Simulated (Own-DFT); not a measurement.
## Calculated data, Al₃Ga₅N₈ (wurtzite random alloy, strained, atoms displaced), Al₃GaN₄ (wurtzite random alloy, strained, atoms displaced)

Computed with Own-DFT development build. A calculation, not a measurement: plane-wave PBE density functional theory by an unreviewed code, no spin, of a simulated periodic cell, stress positive in tension, free energy of the whole cell less one offset for each atom, forces on such cells passed a denser k mesh, this cell's mesh not checked; offsets are fitted by least squares, one for each functional and potential file, so energies compare only between cells with the same atoms and settings and are not formation energies; the far tail of each file's local potential was reset to the Coulomb form; each entry is a single point on an unrelaxed cell, so the pressure reflects the starting lattice, mostly measured values, from which strain is counted, and rises with the displacements; printed positions are rounded, which can move forces by about a meV/angstrom; the program is a retired in-house code; no spin-orbit coupling.

Settings shared by all entries: functional PBE; potential files PseudoDojo norm-conserving, scalar-relativistic, standard set; wave cutoff 42 hartree; occupations Fermi-Dirac.

```json
{"entry": 1, "formula": "Al3Ga5N8", "kind": "wurtzite random alloy, strained, atoms displaced", "structure": {"cell_angstrom": [[12.8301, 0.0, 0.0], [-6.4151, 11.1112, 0.0], [0.0, 0.0, 10.2177]], "atoms_fractional": [["Ga", 0.08447, 0.16734, 0.99939], ["Ga", 0.16729, 0.09529, 0.24732], ["N", 0.08257, 0.16473, 0.18726], ["N", 0.16322, 0.08365, 0.43344], ["Al", 0.07878, 0.16597, 0.50481], ["Ga", 0.1672, 0.08655, 0.74566], ["N", 0.09053, 0.16691, 0.68691], ["N", 0.16456, 0.0845, 0.94213], ["Ga", 0.08511, 0.40967, 0.99834], ["Al", 0.1697, 0.3334, 0.2438], ["N", 0.07914, 0.41886, 0.19459], ["N", 0.16318, 0.33042, 0.43891], ["Ga", 0.08667, 0.41897, 0.50406], ["Ga", 0.16035, 0.32868, 0.74308], ["N", 0.08047, 0.41364, 0.69307], ["N", 0.16013, 0.32973, 0.93283], ["Al", 0.07837, 0.67024, 0.99875], ["Al", 0.16937, 0.58309, 0.25458], ["N", 0.0851, 0.66869, 0.195], ["N", 0.17247, 0.59057, 0.43419], ["Al", 0.07503, 0.66328, 0.49186], ["Al", 0.16717, 0.58304, 0.75729], ["N", 0.09113, 0.67432, 0.69067], ["N", 0.16749, 0.58132, 0.94602], ["Al", 0.07804, 0.91433, 0.01512], ["Ga", 0.16752, 0.83377, 0.25091], ["N", 0.07939, 0.91276, 0.1965], ["N", 0.16921, 0.83309, 0.44142], ["Ga", 0.09086, 0.9168, 0.50273], ["Ga", 0.16721, 0.83178, 0.74288], ["N", 0.08546, 0.91906, 0.69742], ["N", 0.16514, 0.8339, 0.94152], ["Ga", 0.32816, 0.1623, 0.00271], ["Ga", 0.41979, 0.08788, 0.24964], ["N", 0.32701, 0.16352, 0.18596], ["N", 0.41889, 0.08541, 0.4364], ["Al", 0.33423, 0.1614, 0.50329], ["Ga", 0.42047, 0.08653, 0.75338], ["N", 0.32977, 0.16102, 0.68529], ["N", 0.42032, 0.08307, 0.93455], ["Ga", 0.33938, 0.42573, 0.00381], ["Al", 0.41481, 0.33385, 0.24491], ["N", 0.33146, 0.41419, 0.18889], ["N", 0.41801, 0.33171, 0.44062], ["Ga", 0.33214, 0.41383, 0.50576], ["Ga", 0.42256, 0.33432, 0.73793], ["N", 0.32541, 0.41109, 0.69521], ["N", 0.41996, 0.33477, 0.93595], ["Ga", 0.33918, 0.66511, 0.00154], ["Ga", 0.41558, 0.58852, 0.25417], ["N", 0.33867, 0.67194, 0.17754], ["N", 0.4163, 0.5903, 0.43725], ["Al", 0.33322, 0.66585, 0.49391], ["Ga", 0.41645, 0.57823, 0.75824], ["N", 0.33207, 0.66137, 0.689], ["N", 0.42722, 0.58373, 0.94338], ["Al", 0.33636, 0.92537, 0.00305], ["Ga", 0.41915, 0.84596, 0.25276], ["N", 0.33871, 0.91915, 0.19075], ["N", 0.41808, 0.83237, 0.44114], ["Ga", 0.32984, 0.91193, 0.50499], ["Ga", 0.41285, 0.83445, 0.74631], ["N", 0.3329, 0.91382, 0.68696], ["N", 0.41717, 0.83472, 0.93743], ["Ga", 0.5854, 0.17154, 0.00069], ["Ga", 0.66169, 0.07996, 0.24384], ["N", 0.57917, 0.16889, 0.18894], ["N", 0.66676, 0.081, 0.43474], ["Ga", 0.58444, 0.16455, 0.50475], ["Al", 0.66734, 0.07864, 0.74], ["N", 0.58444, 0.17101, 0.68966], ["N", 0.66139, 0.0854, 0.9384], ["Al", 0.59355, 0.41576, 0.00312], ["Al", 0.66659, 0.33016, 0.25011], ["N", 0.57701, 0.41546, 0.1958], ["N", 0.66853, 0.34107, 0.44206], ["Ga", 0.59101, 0.42059, 0.50224], ["Al", 0.66606, 0.33863, 0.74644], ["N", 0.57871, 0.41614, 0.68474], ["N", 0.67425, 0.33922, 0.93757], ["Ga", 0.57845, 0.67211, 0.99687], ["Ga", 0.66841, 0.58477, 0.2524], ["N", 0.58454, 0.6589, 0.19368], ["N", 0.66616, 0.58558, 0.43744], ["Ga", 0.59151, 0.66954, 0.50208], ["Al", 0.66839, 0.58228, 0.753], ["N", 0.5862, 0.6622, 0.69467], ["N", 0.67075, 0.57933, 0.9384], ["Ga", 0.57885, 0.91069, 0.00532], ["Ga", 0.67191, 0.83581, 0.24544], ["N", 0.59349, 0.92221, 0.17982], ["N", 0.66725, 0.83772, 0.4364], ["Al", 0.58784, 0.91995, 0.50482], ["Ga", 0.66257, 0.82932, 0.75064], ["N", 0.58613, 0.92178, 0.69053], ["N", 0.66694, 0.83566, 0.93644], ["Ga", 0.83753, 0.17174, 0.99387], ["Al", 0.91593, 0.08724, 0.24925], ["N", 0.8327, 0.16419, 0.19833], ["N", 0.91186, 0.07924, 0.43872], ["Ga", 0.83298, 0.16414, 0.50124], ["Al", 0.9074, 0.0787, 0.7443], ["N", 0.82605, 0.1655, 0.68627], ["N", 0.91603, 0.08244, 0.94358], ["Ga", 0.84151, 0.41867, 0.00393], ["Ga", 0.90979, 0.3307, 0.24778], ["N", 0.82822, 0.41393, 0.19202], ["N", 0.91757, 0.33347, 0.44034], ["Ga", 0.83225, 0.41991, 0.49166], ["Ga", 0.91853, 0.33424, 0.75347], ["N", 0.83554, 0.42096, 0.69304], ["N", 0.91824, 0.33659, 0.93753], ["Ga", 0.82712, 0.66324, 0.00011], ["Ga", 0.92046, 0.58438, 0.25433], ["N", 0.83082, 0.67063, 0.17175], ["N", 0.9132, 0.58457, 0.43891], ["Al", 0.82514, 0.66938, 0.50129], ["Al", 0.91407, 0.57957, 0.74185], ["N", 0.83166, 0.66808, 0.69059], ["N", 0.91229, 0.5781, 0.93688], ["Al", 0.83743, 0.91826, 0.997], ["Al", 0.919, 0.83889, 0.24578], ["N", 0.83759, 0.91508, 0.18314], ["N", 0.91503, 0.83275, 0.43462], ["Al", 0.83859, 0.91806, 0.50082], ["Ga", 0.91586, 0.8299, 0.75042], ["N", 0.83321, 0.9219, 0.694], ["N", 0.9122, 0.83249, 0.95247]]}, "settings": {"smearing_width [eV]": 0.05, "k_mesh": "3 x 3 x 3 centred on Gamma"}, "results": {"free_energy_of_cell_above_offsets [eV]": "1.039", "pressure [GPa]": 1.33, "stress_xx [GPa]": 0.51, "stress_yy [GPa]": 1.22, "stress_zz [GPa]": -5.72, "stress_yz [GPa]": -0.08, "stress_xz [GPa]": 0.14, "stress_xy [GPa]": 0.26, "force_element": ["Ga", "Ga", "N", "N", "Al", "Ga", "N", "N", "Ga", "Al", "N", "N", "Ga", "Ga", "N", "N", "Al", "Al", "N", "N", "Al", "Al", "N", "N", "Al", "Ga", "N", "N", "Ga", "Ga", "N", "N", "Ga", "Ga", "N", "N", "Al", "Ga", "N", "N", "Ga", "Al", "N", "N", "Ga", "Ga", "N", "N", "Ga", "Ga", "N", "N", "Al", "Ga", "N", "N", "Al", "Ga", "N", "N", "Ga", "Ga", "N", "N", "Ga", "Ga", "N", "N", "Ga", "Al", "N", "N", "Al", "Al", "N", "N", "Ga", "Al", "N", "N", "Ga", "Ga", "N", "N", "Ga", "Al", "N", "N", "Ga", "Ga", "N", "N", "Al", "Ga", "N", "N", "Ga", "Al", "N", "N", "Ga", "Al", "N", "N", "Ga", "Ga", "N", "N", "Ga", "Ga", "N", "N", "Ga", "Ga", "N", "N", "Al", "Al", "N", "N", "Al", "Al", "N", "N", "Al", "Ga", "N", "N"], "force_x [eV/angstrom]": [-0.239, 1.136, -2.284, 0.481, 0.749, 0.804, -3.151, 0.244, -1.218, -1.348, 1.62, 0.324, -0.447, 0.456, -0.108, 1.664, 0.999, -0.257, 0.758, -0.804, 1.652, 0.161, -0.765, -0.744, 0.459, -0.007, 0.17, -0.456, -1.6, -0.312, -0.321, 0.044, 0.412, -1.197, 1.052, -0.476, -0.795, -0.351, 0.73, -0.851, 0.493, 0.227, -0.302, -0.181, 0.013, -2.219, 1.145, 0.7, -1.388, 0.853, -0.938, 0.642, -0.026, -0.422, -0.497, -2.79, 0.201, 2.161, -1.745, 0.595, 0.928, 1.239, -0.451, -0.941, 0.195, 0.471, 1.201, -0.497, -0.274, -1.596, 1.022, 1.484, -1.969, -1.367, 1.649, 0.943, -1.931, 0.924, 2.526, -0.612, 3.987, 0.834, -1.865, 1.233, -2.026, -0.153, -0.076, -1.893, -0.194, 0.124, -0.99, 0.759, -0.386, 0.074, -0.088, 0.863, -1.015, 0.724, -0.083, 1.359, -0.421, 0.962, 1.461, -0.169, -1.188, 1.102, -0.342, -0.317, 1.065, -1.113, -0.815, 0.675, 1.097, -1.324, 1.0, -0.478, 1.353, 0.462, 0.283, 1.096, -1.065, -0.131, -0.423, -0.243, -0.825, -0.092, 0.489, 1.063], "force_y [eV/angstrom]": [-0.114, -2.366, 1.628, 0.67, -0.158, -0.772, -0.748, -1.568, 1.606, 0.02, -0.235, -0.44, 0.012, 0.215, 1.564, 0.309, -0.608, 0.283, -0.757, -0.267, 0.835, 0.244, -3.431, 0.465, 0.217, 0.455, 0.863, -1.26, 0.458, 1.242, -0.502, 0.587, 1.131, -0.423, 1.349, -0.346, 0.769, -0.535, 0.551, -0.244, -2.55, -0.299, 0.002, -0.558, 0.386, -1.292, 0.784, 0.122, 0.606, -0.297, -0.215, -0.848, 0.558, 0.248, 0.035, -0.432, -1.721, -1.838, 0.901, 0.238, 0.842, -0.936, 1.236, 0.04, 0.04, 1.063, 0.749, -0.346, 0.469, 1.487, 0.144, -0.325, 0.356, 0.807, -0.838, -1.753, -0.25, -0.44, 1.578, -0.382, 0.288, -0.548, 1.771, 0.08, 0.326, -0.24, -0.078, -0.824, 1.374, -0.734, -1.143, 0.403, -0.685, 0.459, -0.948, 0.28, -1.304, -1.072, 0.179, 0.244, 0.67, 1.464, -0.282, -0.337, 0.131, 0.144, 0.204, 0.228, -0.857, -0.158, -0.646, -0.501, 0.186, 0.317, 0.144, 1.219, 0.423, 1.383, -1.337, 1.549, -0.113, -1.393, 1.523, -0.399, -0.332, 1.168, -1.067, 0.773], "force_z [eV/angstrom]": [-0.523, 0.765, 0.546, 1.963, -1.5, 1.571, -0.574, -0.096, 0.934, 0.99, -0.246, -0.478, -1.042, 0.954, -0.132, 0.614, 0.149, -1.977, -0.958, 1.016, 1.04, -0.361, -1.319, -0.936, -2.117, -0.1, -0.413, 0.026, -0.457, 1.901, -1.158, 0.946, -1.652, 0.211, 1.129, 1.091, -1.438, -1.253, -0.114, 1.856, -1.012, 0.929, 0.889, -0.438, -1.058, 1.977, -0.43, 0.518, -2.139, -0.884, 3.669, 1.449, 1.28, -1.675, -0.305, -0.793, -0.805, -0.088, -1.226, 0.558, -1.402, 0.649, 0.828, 0.406, -0.906, 0.373, 0.357, 0.9, -1.111, 2.273, 0.748, -0.981, -0.027, 0.404, -1.021, -1.507, -1.324, 0.514, 1.118, -0.401, 1.643, -1.214, -0.991, 1.061, -0.261, 0.399, -0.255, -0.82, -3.093, 0.237, 2.777, 1.284, -1.043, -0.365, -1.01, 0.873, 0.872, -0.072, -1.384, 0.103, -1.225, 1.246, 1.227, -1.686, -0.56, 0.798, 0.376, 0.247, 1.383, -1.094, -0.824, 0.734, -2.541, -1.757, 5.748, 1.133, -0.378, 1.337, -0.885, -0.697, 0.256, 0.149, 0.486, 0.695, -0.331, 1.203, -1.362, -1.581]}}
{"entry": 2, "formula": "Al3GaN4", "kind": "wurtzite random alloy, strained, atoms displaced", "structure": {"cell_angstrom": [[9.3703, 0.0, 0.0], [-4.6851, 8.1149, 0.0], [0.0, 0.0, 10.0655]], "atoms_fractional": [["Al", 0.10676, 0.22699, 0.00111], ["Al", 0.217, 0.11527, 0.24924], ["N", 0.11303, 0.22126, 0.18604], ["N", 0.20872, 0.09942, 0.44716], ["Al", 0.11321, 0.21506, 0.50636], ["Ga", 0.2216, 0.11828, 0.74978], ["N", 0.10119, 0.22054, 0.69569], ["N", 0.20331, 0.09868, 0.94735], ["Al", 0.11865, 0.55265, 0.99728], ["Al", 0.21867, 0.4396, 0.24532], ["N", 0.11341, 0.55438, 0.19889], ["N", 0.22675, 0.44571, 0.43917], ["Ga", 0.11213, 0.55891, 0.49689], ["Ga", 0.23421, 0.45373, 0.75129], ["N", 0.11112, 0.56024, 0.68894], ["N", 0.22156, 0.43909, 0.93503], ["Al", 0.11467, 0.89416, 0.00462], ["Ga", 0.22799, 0.78378, 0.25124], ["N", 0.11653, 0.89434, 0.19507], ["N", 0.21722, 0.76944, 0.44063], ["Al", 0.10942, 0.88402, 0.50227], ["Al", 0.2314, 0.77774, 0.73832], ["N", 0.09833, 0.87501, 0.69448], ["N", 0.22009, 0.78008, 0.93608], ["Al", 0.44628, 0.22618, 0.99806], ["Ga", 0.54775, 0.10168, 0.25248], ["N", 0.44162, 0.2313, 0.1883], ["N", 0.5631, 0.11946, 0.43573], ["Al", 0.4452, 0.21958, 0.4964], ["Al", 0.55655, 0.10754, 0.75007], ["N", 0.45517, 0.23215, 0.68727], ["N", 0.56248, 0.11895, 0.93771], ["Al", 0.45843, 0.57271, 0.99991], ["Al", 0.56073, 0.44687, 0.25606], ["N", 0.44637, 0.55234, 0.17996], ["N", 0.55717, 0.45039, 0.4436], ["Ga", 0.43637, 0.55189, 0.51202], ["Ga", 0.55323, 0.44529, 0.75003], ["N", 0.45674, 0.56448, 0.68412], ["N", 0.55706, 0.44238, 0.944], ["Al", 0.43431, 0.88537, 0.00586], ["Al", 0.55318, 0.77276, 0.24637], ["N", 0.43994, 0.8909, 0.18586], ["N", 0.55721, 0.78399, 0.44175], ["Al", 0.43773, 0.88224, 0.50747], ["Ga", 0.56159, 0.78185, 0.74575], ["N", 0.44141, 0.8892, 0.68605], ["N", 0.55618, 0.78011, 0.939], ["Al", 0.78242, 0.22339, 0.00011], ["Al", 0.88915, 0.10572, 0.25749], ["N", 0.78667, 0.2315, 0.19591], ["N", 0.87546, 0.10332, 0.44393], ["Al", 0.77575, 0.21998, 0.50226], ["Al", 0.88394, 0.09877, 0.75866], ["N", 0.77383, 0.21557, 0.68417], ["N", 0.87736, 0.10541, 0.94667], ["Al", 0.78168, 0.56449, 0.99763], ["Al", 0.88812, 0.44017, 0.24983], ["N", 0.77248, 0.55158, 0.18394], ["N", 0.89612, 0.44792, 0.43071], ["Al", 0.77255, 0.54856, 0.50433], ["Al", 0.88056, 0.43853, 0.763], ["N", 0.77698, 0.5589, 0.69499], ["N", 0.8907, 0.45244, 0.94209], ["Al", 0.77818, 0.88378, 0.00254], ["Ga", 0.88609, 0.77599, 0.2598], ["N", 0.77253, 0.88715, 0.2011], ["N", 0.8907, 0.78186, 0.43786], ["Al", 0.77798, 0.88989, 0.50728], ["Al", 0.88466, 0.78054, 0.75152], ["N", 0.78253, 0.88275, 0.69012], ["N", 0.88366, 0.76677, 0.93635]]}, "settings": {"smearing_width [eV]": 0.1, "k_mesh": "4 x 4 x 3 centred on Gamma"}, "results": {"free_energy_of_cell_above_offsets [eV]": "-16.966", "pressure [GPa]": 7.52, "stress_xx [GPa]": -5.42, "stress_yy [GPa]": -7.81, "stress_zz [GPa]": -9.32, "stress_yz [GPa]": 0.01, "stress_xz [GPa]": -0.05, "stress_xy [GPa]": 0.26, "force_element": ["Al", "Al", "N", "N", "Al", "Ga", "N", "N", "Al", "Al", "N", "N", "Ga", "Ga", "N", "N", "Al", "Ga", "N", "N", "Al", "Al", "N", "N", "Al", "Ga", "N", "N", "Al", "Al", "N", "N", "Al", "Al", "N", "N", "Ga", "Ga", "N", "N", "Al", "Al", "N", "N", "Al", "Ga", "N", "N", "Al", "Al", "N", "N", "Al", "Al", "N", "N", "Al", "Al", "N", "N", "Al", "Al", "N", "N", "Al", "Ga", "N", "N", "Al", "Al", "N", "N"], "force_x [eV/angstrom]": [0.632, 1.496, -1.49, 1.707, -2.19, 0.9, 0.169, 1.029, -1.522, 0.916, -0.066, -0.55, 0.209, -1.487, -0.097, 0.556, -0.297, -1.068, -0.876, 0.322, -0.517, -2.998, 1.419, 0.783, -0.511, 0.308, 0.09, -1.174, -0.579, -0.489, -0.338, -0.582, 0.027, -0.61, -0.68, 0.444, 0.791, 1.113, -1.019, -0.87, 0.64, -0.627, 2.193, -0.294, 0.63, -0.565, 0.83, -0.313, -1.518, -0.865, 0.376, 1.933, 0.485, -0.75, 0.411, 1.542, -0.063, -0.456, 0.835, -2.109, 1.045, 0.533, 1.181, 1.156, -0.026, 0.566, -0.018, -0.176, -0.026, 2.053, -1.033, -0.474], "force_y [eV/angstrom]": [-1.3, -0.346, 0.011, 1.305, 0.95, -1.609, 0.305, 3.035, 1.027, 0.733, -0.348, -2.179, -2.244, -0.607, -0.959, 1.12, -2.484, -1.394, 0.303, 3.554, -0.781, -0.37, 1.408, -0.449, -0.664, 2.646, -1.012, -1.542, 0.501, 0.901, -2.557, -1.155, -3.155, 0.012, 0.562, -1.372, 1.025, 0.496, -0.485, 1.092, 1.044, -0.078, -1.163, -0.267, 0.907, 0.304, 0.922, 1.161, 0.801, 0.941, -2.456, 0.985, 1.08, 1.345, 0.248, -0.055, -2.418, 1.727, 0.153, -1.113, 1.072, 0.769, -0.308, -1.147, 0.085, -0.575, 0.482, -0.928, -0.635, -1.788, 1.727, 3.207], "force_z [eV/angstrom]": [-0.3, 0.399, 0.757, -1.072, -0.351, 0.513, -0.799, -0.771, 0.623, 0.842, -2.135, -0.644, 0.697, -1.047, 0.829, 1.911, -0.116, 0.258, -0.943, 0.601, 0.467, 2.243, -1.145, 0.234, 0.607, -1.062, 0.53, 2.185, 0.081, 0.074, -0.551, 0.387, -0.377, -1.02, 1.849, -0.511, -4.545, 1.147, 3.61, -0.384, -2.08, 1.234, -0.006, -0.157, -2.623, 0.858, 0.681, 0.413, 1.301, -0.449, -1.489, 0.158, -1.111, -0.819, 2.024, -0.716, 0.947, -0.574, 0.841, 1.881, -0.222, -2.518, -0.806, 0.885, 0.776, -2.299, -2.203, 3.507, -1.733, 0.469, 0.084, 0.673]}}
```
